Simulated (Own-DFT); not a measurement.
SiC (2H silicon carbide, strained, atoms displaced) (calculated)

Computed with Own-DFT development build. A calculation, not a measurement: plane-wave PBE density functional theory by an unreviewed code, no spin, of a simulated periodic cell, stress positive in tension, free energy of the whole cell less one offset for each atom, forces on such cells passed a denser k mesh, this cell's mesh not checked; offsets are fitted by least squares, one for each functional and potential file, so energies compare only between cells with the same atoms and settings and are not formation energies; the far tail of each file's local potential was reset to the Coulomb form; each entry is a single point on an unrelaxed cell, so the pressure reflects the starting lattice, mostly measured values (interpolated for alloys), from which strain is counted, and rises with the displacements; printed positions are rounded, which can move forces by about a meV/angstrom; the program, named Own-DFT, is a retired in-house code; no spin-orbit coupling.

Settings shared by all entries: functional PBE; potential files PseudoDojo norm-conserving, scalar-relativistic, standard set; wave cutoff 42 hartree; occupations Fermi-Dirac; smearing width 0.1 eV; hardware one NVIDIA H100; k mesh 5 x 5 x 3 centred on Gamma.

(1) SiC (2H silicon carbide, strained, atoms displaced)

```
SiC
1.0
      6.1665     0.0064    -0.1026
     -3.0777     5.3456    -0.0332
     -0.1676    -0.1593     9.9048
Si C Si C Si C Si C Si C Si C Si C Si C
2 2 2 2 2 2 2 2 2 2 2 2 2 2 2 2
Direct
  0.01057 0.99645 0.00426
  0.16267 0.32962 0.25138
  0.00764 0.01238 0.18739
  0.18973 0.33896 0.43407
  0.01267 0.00727 0.49320
  0.17633 0.33955 0.74214
  0.99416 0.98099 0.67702
  0.16353 0.33068 0.93694
  0.00536 0.50336 0.00197
  0.15827 0.83673 0.24746
  0.00046 0.50652 0.18005
  0.15694 0.83751 0.44257
  0.00164 0.50081 0.49745
  0.17099 0.83037 0.75100
  0.01255 0.51386 0.68602
  0.15930 0.82792 0.94582
  0.50681 0.98936 0.00935
  0.65482 0.32013 0.25535
  0.50333 0.98916 0.19369
  0.66712 0.32833 0.43827
  0.50661 0.00012 0.49264
  0.67466 0.33694 0.75296
  0.51012 0.00356 0.67782
  0.68701 0.33739 0.93698
  0.50825 0.50934 0.99797
  0.66627 0.83867 0.24221
  0.49606 0.50936 0.18414
  0.65189 0.81170 0.43565
  0.49301 0.49889 0.49539
  0.65517 0.81981 0.74353
  0.50224 0.50658 0.68361
  0.66899 0.83120 0.94010
```

- free energy of cell above offsets: -1.926 eV
- pressure: 9.15 GPa
- stress xx: -3.88 GPa
- stress yy: -6.23 GPa
- stress zz: -17.34 GPa
- stress yz: -6.2 GPa
- stress xz: -5.78 GPa
- stress xy: 1.5 GPa
- wall time: 129.3 s

Force:
| element | x (eV/Å) | y (eV/Å) | z (eV/Å) |
| --- | --- | --- | --- |
| Si | -1.718 | 1.497 | -1.77 |
| Si | 0.121 | 2.681 | -1.701 |
| C | -0.664 | -1.324 | 0.489 |
| C | -4.428 | -1.736 | 0.144 |
| Si | -2.33 | -0.798 | 0.9 |
| Si | -0.774 | -1.787 | 1.088 |
| C | -0.392 | 1.759 | 2.078 |
| C | 1.069 | 0.089 | -0.447 |
| Si | 0.944 | -0.641 | -1.493 |
| Si | 1.248 | -0.881 | 1.074 |
| C | -0.458 | -1.165 | 3.572 |
| C | 2.547 | -1.121 | -2.475 |
| Si | 0.375 | 0.639 | 0.148 |
| Si | -0.007 | 1.864 | -0.329 |
| C | -0.172 | -2.18 | -0.077 |
| C | 2.113 | 0.658 | -1.326 |
| Si | -1.007 | 1.453 | -2.247 |
| Si | 0.341 | 2.252 | -2.249 |
| C | -2.842 | 1.623 | -0.523 |
| C | -0.127 | 0.24 | 0.318 |
| Si | -0.558 | -0.904 | 0.413 |
| Si | 0.28 | -0.253 | -1.547 |
| C | -0.774 | -0.015 | 2.198 |
| C | -2.537 | -1.301 | 0.88 |
| Si | 0.18 | -1.932 | -0.387 |
| Si | 2.191 | -1.751 | 2.36 |
| C | 0.994 | -1.761 | 0.734 |
| C | 0.81 | 3.096 | -1.229 |
| Si | 3.523 | 0.701 | 1.295 |
| Si | 1.14 | 3.094 | 0.758 |
| C | 0.574 | -2.388 | 0.12 |
| C | 0.339 | 0.292 | -0.771 |

(2) SiC (2H silicon carbide, strained, atoms displaced)

```
SiC
1.0
      6.1344     0.0791     0.0052
     -2.9987     5.3711     0.0478
      0.0084     0.0951    10.0032
Si C Si C Si C Si C Si C Si C Si C Si C
2 2 2 2 2 2 2 2 2 2 2 2 2 2 2 2
Direct
  0.00386 0.99244 0.00306
  0.18515 0.33721 0.24972
  0.01551 0.99958 0.19050
  0.16932 0.33378 0.43564
  0.00789 0.00560 0.48993
  0.16946 0.32552 0.75176
  0.99552 0.99689 0.68618
  0.15592 0.31618 0.94353
  0.98693 0.49006 0.99978
  0.16693 0.84218 0.24470
  0.97075 0.49776 0.18812
  0.16024 0.81477 0.44823
  0.01136 0.50876 0.49974
  0.16206 0.83783 0.75622
  0.98587 0.49323 0.68046
  0.16865 0.82836 0.93203
  0.49608 0.99112 0.99237
  0.65285 0.32808 0.25466
  0.51654 0.99148 0.18905
  0.66657 0.33759 0.43997
  0.50141 0.01562 0.49574
  0.65796 0.32809 0.75533
  0.50551 0.00796 0.68737
  0.67341 0.32361 0.93372
  0.50323 0.50201 0.00386
  0.67725 0.83899 0.25796
  0.50441 0.49968 0.17965
  0.64108 0.82788 0.43169
  0.50020 0.50076 0.50709
  0.67296 0.82468 0.74992
  0.50853 0.50771 0.69233
  0.66375 0.82003 0.94237
```

- free energy of cell above offsets: -1.975 eV
- pressure: 5.41 GPa
- stress xx: -4.01 GPa
- stress yy: 0.18 GPa
- stress zz: -12.39 GPa
- stress yz: 4.62 GPa
- stress xz: -0.16 GPa
- stress xy: 6.14 GPa
- wall time: 121.5 s

Force:
| element | x (eV/Å) | y (eV/Å) | z (eV/Å) |
| --- | --- | --- | --- |
| Si | -0.821 | -0.296 | -0.316 |
| Si | -2.433 | 0.358 | -0.963 |
| C | -2.82 | 1.799 | -0.329 |
| C | 0.71 | 0.193 | 0.35 |
| Si | -1.196 | -1.484 | 1.8 |
| Si | -1.743 | 0.61 | -0.309 |
| C | 0.415 | 0.785 | -0.36 |
| C | 0.777 | 1.434 | -0.535 |
| Si | 1.081 | 0.238 | 0.387 |
| Si | 3.52 | -3.153 | 1.91 |
| C | 3.013 | 0.658 | 0.062 |
| C | -0.253 | 4.248 | -3.128 |
| Si | -0.998 | -2.988 | 0.298 |
| Si | 1.33 | -1.187 | -3.879 |
| C | 1.279 | 0.549 | 2.737 |
| C | -0.287 | -0.508 | 2.709 |
| Si | 0.79 | 0.368 | 1.485 |
| Si | 1.084 | -0.408 | -0.902 |
| C | -3.105 | 1.104 | -1.009 |
| C | 0.054 | 0.687 | -0.276 |
| Si | -0.113 | -1.675 | 1.582 |
| Si | 1.701 | 0.008 | -2.206 |
| C | -0.429 | -1.102 | 0.437 |
| C | -1.847 | 0.165 | 1.482 |
| Si | -0.062 | -1.841 | -2.185 |
| Si | 0.699 | -1.38 | -2.787 |
| C | -0.487 | 0.646 | 3.041 |
| C | 2.371 | 0.436 | 2.846 |
| Si | -0.267 | 0.34 | -1.098 |
| Si | -1.515 | 1.706 | 0.324 |
| C | -1.102 | -1.246 | -0.2 |
| C | 0.654 | 0.939 | -0.968 |

(3) SiC (2H silicon carbide, strained, atoms displaced)

```
SiC
1.0
      6.1735     0.1056     0.0555
     -2.9953     5.2453     0.0372
      0.0906     0.1224    10.0674
Si C Si C Si C Si C Si C Si C Si C Si C
2 2 2 2 2 2 2 2 2 2 2 2 2 2 2 2
Direct
  0.00404 0.99459 0.99814
  0.16390 0.34424 0.25036
  0.97795 0.98354 0.18696
  0.15864 0.32511 0.43902
  0.99392 0.00225 0.50536
  0.16006 0.33191 0.74200
  0.99692 0.99404 0.69038
  0.17840 0.34662 0.93885
  0.99863 0.51037 0.00392
  0.15389 0.82418 0.24640
  0.00871 0.51162 0.18382
  0.16608 0.84105 0.43890
  0.00273 0.48994 0.50103
  0.16731 0.83223 0.75281
  0.99489 0.48371 0.68669
  0.17225 0.83404 0.93483
  0.49601 0.01333 0.00022
  0.66948 0.31497 0.25638
  0.50727 0.00711 0.18595
  0.66574 0.32464 0.43349
  0.49494 0.00627 0.50841
  0.67494 0.33887 0.75031
  0.49466 0.00777 0.68721
  0.69383 0.33598 0.93951
  0.48394 0.49569 0.99954
  0.66398 0.85001 0.25118
  0.49883 0.49558 0.19310
  0.67797 0.83200 0.43957
  0.50208 0.49949 0.49687
  0.66562 0.82736 0.75042
  0.50909 0.49146 0.67972
  0.66926 0.80768 0.92657
```

- free energy of cell above offsets: -2.134 eV
- pressure: 7.09 GPa
- stress xx: -4.13 GPa
- stress yy: -8.1 GPa
- stress zz: -9.05 GPa
- stress yz: 4.62 GPa
- stress xz: 1.56 GPa
- stress xy: 6.57 GPa
- wall time: 119.7 s

Force:
| element | x (eV/Å) | y (eV/Å) | z (eV/Å) |
| --- | --- | --- | --- |
| Si | -1.96 | 0.599 | -0.235 |
| Si | 1.791 | -1.77 | -0.249 |
| C | 1.367 | 2.226 | -0.496 |
| C | 1.181 | 1.106 | -0.503 |
| Si | 0.829 | -1.186 | -0.709 |
| Si | 2.726 | -0.59 | 1.99 |
| C | -0.253 | 0.29 | -0.079 |
| C | -1.542 | -1.925 | -1.07 |
| Si | 1.91 | -0.819 | -0.924 |
| Si | 0.294 | 2.325 | 1.643 |
| C | -0.921 | -1.693 | 1.072 |
| C | 0.77 | -1.122 | -0.001 |
| Si | -1.86 | 1.553 | -0.496 |
| Si | 0.079 | -0.4 | -1.208 |
| C | -0.804 | 2.323 | -0.321 |
| C | 0.275 | 0.799 | 0.867 |
| Si | 2.463 | -1.595 | -0.695 |
| Si | -1.649 | 2.882 | -1.87 |
| C | -2.137 | -1.074 | -0.553 |
| C | 0.608 | 0.826 | 1.809 |
| Si | 0.666 | -1.514 | -2.133 |
| Si | -0.13 | -1.051 | 0.593 |
| C | 0.996 | -0.901 | 1.63 |
| C | -3.092 | -0.147 | -0.807 |
| Si | 2.77 | 0.151 | 1.259 |
| Si | 1.466 | -3.326 | 0.517 |
| C | -0.266 | 0.33 | -0.387 |
| C | -2.149 | 0.742 | 0.023 |
| Si | 0.068 | -0.41 | -0.679 |
| Si | -0.559 | -0.177 | -1.702 |
| C | -1.922 | 0.88 | 1.05 |
| C | -1.016 | 2.667 | 2.664 |

(4) SiC (2H silicon carbide, strained, atoms displaced)

```
SiC
1.0
      6.1363    -0.0269     0.0907
     -3.0915     5.3167     0.0107
      0.1481     0.1057     9.9671
Si C Si C Si C Si C Si C Si C Si C Si C
2 2 2 2 2 2 2 2 2 2 2 2 2 2 2 2
Direct
  0.00758 0.99004 0.99875
  0.15669 0.33924 0.24371
  0.99433 0.00542 0.18951
  0.16794 0.34312 0.43683
  0.99914 0.00031 0.48833
  0.17590 0.33055 0.74905
  0.98810 0.00748 0.68586
  0.15573 0.32298 0.93574
  0.01077 0.51494 0.00465
  0.17573 0.83769 0.24844
  0.00935 0.49796 0.18567
  0.15807 0.82021 0.43960
  0.99754 0.49033 0.50541
  0.16932 0.83919 0.75324
  0.01164 0.52095 0.68576
  0.17114 0.82427 0.93646
  0.49679 0.00014 0.00503
  0.66901 0.35042 0.25259
  0.48552 0.98883 0.18956
  0.66053 0.32503 0.44054
  0.50160 0.00742 0.49342
  0.66169 0.31664 0.75689
  0.49865 0.99199 0.69170
  0.65072 0.33430 0.93419
  0.50866 0.50131 0.99757
  0.68200 0.84446 0.25569
  0.48932 0.49779 0.19094
  0.67259 0.84425 0.43953
  0.48674 0.49089 0.49086
  0.65965 0.83923 0.74747
  0.51296 0.49763 0.69219
  0.66516 0.82881 0.94001
```

* free energy of cell above offsets: -1.990 eV
* pressure: 10.68 GPa
* stress xx: -9.44 GPa
* stress yy: -9.68 GPa
* stress zz: -12.92 GPa
* stress yz: 4.44 GPa
* stress xz: 5.74 GPa
* stress xy: -1.92 GPa
* wall time: 123.1 s

Force:
| element | x (eV/Å) | y (eV/Å) | z (eV/Å) |
| --- | --- | --- | --- |
| Si | -2.116 | 0.832 | -0.09 |
| Si | 2.195 | -1.12 | 1.619 |
| C | 2.521 | -0.134 | -0.751 |
| C | -0.372 | -1.544 | -1.365 |
| Si | 0.621 | 0.178 | 2.603 |
| Si | -1.426 | 1.015 | -0.304 |
| C | 2.104 | -0.216 | -0.531 |
| C | 0.721 | 0.95 | 1.091 |
| Si | -0.191 | -3.733 | -1.894 |
| Si | -2.551 | -1.21 | 1.433 |
| C | -3.25 | 1.692 | 0.447 |
| C | 0.31 | 1.183 | -0.947 |
| Si | -1.137 | 0.97 | -0.213 |
| Si | -1.398 | -0.174 | -1.638 |
| C | 0.326 | -2.531 | 1.63 |
| C | -0.387 | 1.771 | 0.692 |
| Si | 1.183 | 0.025 | -0.87 |
| Si | 0.219 | -2.021 | -0.741 |
| C | 2.887 | 2.792 | 0.027 |
| C | 0.133 | 2.204 | -1.047 |
| Si | -0.531 | -2.487 | 1.955 |
| Si | 0.457 | 2.154 | -2.525 |
| C | -1.176 | 1.322 | -1.579 |
| C | 3.047 | -0.816 | 2.433 |
| Si | -2.902 | -0.097 | 0.623 |
| Si | -2.97 | -1.737 | -1.17 |
| C | 1.628 | 1.257 | -0.432 |
| C | -0.483 | -1.302 | -0.417 |
| Si | 1.568 | 1.624 | 2.709 |
| Si | 1.873 | -1.966 | 1.037 |
| C | -0.945 | -0.035 | -1.579 |
| C | 0.043 | 1.153 | -0.206 |

(5) SiC (2H silicon carbide, strained, atoms displaced)

```
SiC
1.0
      6.1698    -0.0322    -0.0024
     -3.1128     5.2541    -0.0680
     -0.0039    -0.1304    10.1310
Si C Si C Si C Si C Si C Si C Si C Si C
2 2 2 2 2 2 2 2 2 2 2 2 2 2 2 2
Direct
  0.00429 0.98834 0.99679
  0.15645 0.34258 0.25411
  0.98925 0.98428 0.18280
  0.15034 0.33430 0.43392
  0.98917 0.00005 0.49337
  0.15998 0.33285 0.75075
  0.01061 0.00048 0.68315
  0.18256 0.34175 0.93815
  0.99073 0.50238 0.00341
  0.17526 0.84430 0.25056
  0.01135 0.50156 0.19606
  0.15560 0.84113 0.43933
  0.00079 0.50746 0.50399
  0.14453 0.81489 0.75128
  0.99001 0.48707 0.68753
  0.17874 0.82880 0.94066
  0.48911 0.01452 0.99948
  0.68211 0.34143 0.25176
  0.48552 0.99555 0.18780
  0.67996 0.36060 0.42962
  0.49830 0.99355 0.50656
  0.67190 0.33340 0.74383
  0.50650 0.98477 0.67834
  0.66128 0.33034 0.93307
  0.50474 0.49452 0.00230
  0.65909 0.84321 0.25546
  0.51087 0.50819 0.17503
  0.68628 0.85772 0.43667
  0.50478 0.50433 0.51116
  0.66110 0.81649 0.74195
  0.50485 0.50913 0.68762
  0.67329 0.83745 0.93456
```

* free energy of cell above offsets: -0.876 eV
* pressure: 9.37 GPa
* stress xx: -7.65 GPa
* stress yy: -13.02 GPa
* stress zz: -7.44 GPa
* stress yz: -4.41 GPa
* stress xz: -1.54 GPa
* stress xy: -3.2 GPa
* wall time: 116.6 s

Force:
| element | x (eV/Å) | y (eV/Å) | z (eV/Å) |
| --- | --- | --- | --- |
| Si | -1.612 | 1.609 | 0.259 |
| Si | 4.092 | -2.071 | -1.674 |
| C | -0.151 | 1.718 | 1.143 |
| C | 1.866 | 1.078 | 1.859 |
| Si | 2.954 | 2.092 | 1.88 |
| Si | 1.269 | -0.44 | 0.839 |
| C | -1.184 | -0.598 | 0.093 |
| C | -1.921 | -1.251 | -0.329 |
| Si | 2.46 | -1.215 | 0.285 |
| Si | -2.268 | -0.749 | 0.99 |
| C | -2.259 | 0.957 | -2.448 |
| C | 2.385 | -0.087 | -0.231 |
| Si | -0.384 | 0.124 | -1.491 |
| Si | 2.112 | 2.164 | -0.201 |
| C | 0.688 | 0.629 | -0.307 |
| C | -2.772 | -0.786 | -1.71 |
| Si | 4.313 | -1.593 | 0.659 |
| Si | -2.297 | 0.209 | -1.172 |
| C | 1.868 | 1.911 | -0.288 |
| C | -0.754 | -1.97 | 3.053 |
| Si | -1.002 | 1.637 | -3.471 |
| Si | -1.574 | -1.926 | 0.921 |
| C | -1.868 | 0.566 | 3.241 |
| C | 0.602 | 0.942 | -0.323 |
| Si | -1.031 | 2.285 | -2.108 |
| Si | 1.502 | -1.209 | -2.483 |
| C | -0.537 | -0.761 | 4.672 |
| C | -3.948 | -3.262 | -0.066 |
| Si | -0.675 | 0.012 | -4.082 |
| Si | 0.607 | 4.825 | 3.03 |
| C | 0.177 | -4.512 | -0.182 |
| C | -0.658 | -0.329 | -0.356 |

(6) SiC (2H silicon carbide, strained, atoms displaced)

```
SiC
1.0
      6.0842    -0.0294    -0.0963
     -3.0676     5.4206    -0.0211
     -0.1572    -0.1306    10.1680
Si C Si C Si C Si C Si C Si C Si C Si C
2 2 2 2 2 2 2 2 2 2 2 2 2 2 2 2
Direct
  0.00158 0.01051 0.00493
  0.15073 0.31629 0.25290
  0.00209 0.00220 0.18365
  0.19112 0.35411 0.44311
  0.00410 0.99745 0.50734
  0.16779 0.34088 0.74979
  0.00447 0.00916 0.68696
  0.16644 0.34370 0.93787
  0.98558 0.48586 0.99532
  0.15402 0.83334 0.24637
  0.01359 0.51646 0.17933
  0.17503 0.83661 0.44558
  0.00778 0.52277 0.49605
  0.17494 0.84833 0.75205
  0.98479 0.49446 0.68923
  0.15864 0.81933 0.93410
  0.49893 0.98800 0.98611
  0.65452 0.34178 0.25358
  0.50721 0.00252 0.20085
  0.65919 0.32654 0.43621
  0.50775 0.01564 0.50558
  0.67186 0.32530 0.75796
  0.51704 0.00913 0.69060
  0.65273 0.32247 0.93017
  0.48849 0.47943 0.00098
  0.66127 0.82378 0.25469
  0.48710 0.48615 0.18900
  0.64911 0.82693 0.43466
  0.48492 0.47461 0.50077
  0.66505 0.84090 0.75355
  0.51745 0.50383 0.68661
  0.66080 0.82083 0.93606
```

* free energy of cell above offsets: -1.367 eV
* pressure: 4.2 GPa
* stress xx: -10.45 GPa
* stress yy: 1.61 GPa
* stress zz: -3.76 GPa
* stress yz: -4.18 GPa
* stress xz: -5.97 GPa
* stress xy: -1.1 GPa
* wall time: 120.1 s

Force:
| element | x (eV/Å) | y (eV/Å) | z (eV/Å) |
| --- | --- | --- | --- |
| Si | 0.577 | -1.223 | -2.193 |
| Si | 0.073 | 2.603 | 0.173 |
| C | -1.334 | -0.826 | 1.335 |
| C | -6.119 | -4.191 | -2.342 |
| Si | -1.6 | 0.392 | -1.653 |
| Si | 0.759 | 0.37 | -0.75 |
| C | -0.129 | -0.063 | 1.393 |
| C | -0.263 | -2.161 | -0.441 |
| Si | 0.135 | 1.874 | 0.59 |
| Si | 2.93 | 0.567 | 0.894 |
| C | -1.326 | -2.219 | 1.616 |
| C | -1.612 | 1.056 | -1.556 |
| Si | 0.383 | -2.852 | 1.677 |
| Si | -0.391 | -1.672 | -0.74 |
| C | 1.925 | 1.836 | -0.589 |
| C | -0.917 | 0.99 | 0.694 |
| Si | -0.808 | 0.209 | 3.16 |
| Si | 2.858 | -1.781 | -0.748 |
| C | -1.046 | 0.197 | -2.447 |
| C | 0.802 | 1.423 | 0.327 |
| Si | 1.427 | -1.536 | -0.985 |
| Si | -1.361 | 1.707 | -2.847 |
| C | -1.842 | -0.596 | -0.256 |
| C | 0.344 | -0.707 | 2.591 |
| Si | 0.375 | 2.008 | 0.371 |
| Si | -0.715 | 0.425 | -0.777 |
| C | -0.801 | 1.143 | -0.767 |
| C | 2.067 | 0.137 | 1.933 |
| Si | 4.134 | 4.912 | 1.884 |
| Si | 2.398 | -1.743 | -1.062 |
| C | -1.603 | -0.391 | 0.881 |
| C | 0.678 | 0.112 | 0.632 |
